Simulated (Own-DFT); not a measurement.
# How strain changes the stress of diamond-structure SiGeSn with randomly placed atoms, 64 atoms (Ge52Si8Sn4)

These are calculations, not measurements. They come from Own-DFT, an in-house plane-wave density functional program, since retired, whose code no person has reviewed. Each row is one single-point run on a periodic cell that was not relaxed, without spin or spin-orbit coupling.

Settings of every run: PBE; PseudoDojo norm-conserving scalar-relativistic files; cutoff 49 hartree; 3 x 3 x 3 k mesh centred on Gamma; Fermi-Dirac smearing of 0.1 eV.

Known limits: forces on such cells moved up to 12 meV/angstrom on a denser k mesh; stress not checked against mesh or cutoff.

Unstrained cell vectors in Å: (11.363, 0.000, 0.000); (0.000, 11.363, 0.000); (0.000, 0.000, 11.363). The unstrained cell has measured lattice constants (interpolated for alloys), not those of this functional. That, the random moves and any unrelaxed bonds set the pressure at no strain. Each run strains this cell uniformly, with the atoms carried along. Every atom was also moved at random, by a Gaussian of width 0.05 Å on each axis. The random placing of the alloy's atoms differs from row to row. Strain is the symmetric tensor, in per cent. Stress is positive in tension, and the pressure is minus a third of its trace.

```
run,e_xx (%),e_yy (%),e_zz (%),s_xx (GPa),s_yy (GPa),s_zz (GPa),P (GPa),E (meV/atom)
1,-1.75,-1.75,0.00,-7.69,-7.85,-6.60,7.38,37.2
2,2.75,2.75,0.00,-0.26,-0.19,-1.78,0.74,0.0
3,-2.00,-2.00,0.00,-8.54,-8.53,-7.31,8.13,62.6
4,1.25,1.25,0.00,-2.42,-2.37,-3.17,2.65,2.1
5,-2.25,-2.25,0.00,-8.86,-8.88,-7.16,8.30,51.2
6,-0.50,-0.50,0.00,-5.69,-5.67,-5.30,5.56,41.3
7,-2.75,-2.75,0.00,-10.24,-10.35,-8.40,9.66,89.6
8,-3.00,-3.00,0.00,-11.07,-10.93,-8.83,10.28,101.4
9,2.00,2.00,0.00,?,?,?,?,?
```

E is the free energy for each atom above the lowest run shown.

## Worked fit

The change of volume is close to e_xx + e_yy + e_zz. A straight line through the runs shown gives P = 4.94 - 82 x (fractional change of volume) GPa, with an error of 3 on the slope and a scatter of 0.37 GPa. The strain isn't the same on all axes, but the crystal is cubic, so the slope still estimates the bulk modulus, averaged over pressures from 0.7 to 10.3 GPa.

## Withheld run

Question: what pressure should run 9 give? Its volume changes by 4.04 %.

The line gives 1.6 GPa. The calculation gave 1.83 GPa.
